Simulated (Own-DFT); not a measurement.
# Stretching a layer in its plane: wurtzite GaN, 72 atoms (Ga36N36)

Everything here is calculated. The program is Own-DFT (plane waves, in-house, since retired, never reviewed by a person); positions were held fixed, and spin and spin-orbit coupling were off.

Common settings: PBE; PseudoDojo norm-conserving scalar-relativistic files; cutoff 42 hartree; 4 x 4 x 3 k mesh centred on Gamma; Fermi-Dirac smearing of 0.1 eV.

Limits: forces not confirmed at this smearing and k mesh; stress not checked against mesh or cutoff.

Unstrained cell vectors in Å: (9.567, 0.000, 0.000); (-4.784, 8.285, 0.000); (0.000, 0.000, 10.370). The unstrained cell has measured lattice constants (interpolated for alloys), not those of this functional. That, the random moves and any unrelaxed bonds set the pressure at no strain. Each run strains x and y alike by e, as a substrate would, and holds the height along z. All atoms carry random offsets, Gaussian with a width of 0.05 Å per axis. Stress is positive in tension.

| e (%) | u (Å) | (s_xx + s_yy)/2 (GPa) | s_zz (GPa) |
|---|---|---|---|
| -3.00 | 0.048 | -25.04 | -14.01 |
| -2.25 | 0.048 | ? | ? |
| -1.75 | 0.051 | -18.54 | -9.57 |
| -0.75 | 0.049 | -10.68 | -9.96 |
| -0.25 | 0.049 | -8.64 | -8.57 |
| 0.50 | 0.050 | -5.05 | -6.58 |
| 0.75 | 0.051 | -3.22 | -7.96 |
| 1.75 | 0.052 | 1.33 | -6.92 |
| 2.50 | 0.050 | 4.23 | -3.97 |
| 2.75 | 0.050 | 5.05 | -4.17 |

## Fit

With e as a fraction, the in-plane stress is -7.3 + 528 e - 2596 e² GPa (errors 12 and 656, scatter 0.64), and s_zz is -8.4 + 153 e GPa (slope ± 18, scatter 1.00). At e = 0 the first slope is C11 + C12 and the second 2 C13, both with the ions held to the strained lattice and at the cell's own pressure. The term in e² is negative: the layer stiffens under compression and softens under tension. A free layer would change its height as e changes, and the in-plane slope would drop by 2 C13²/C33 to the biaxial modulus. At fixed height, a misfit of 1 % moves the in-plane stress by about 5.3 GPa and s_zz by 1.5 GPa.

## Check

Q: what are the two stresses at e = -2.25 %?

The fitted form gives -20.5 and -11.8 GPa. The calculation gave -21.24 and -12.35 GPa.
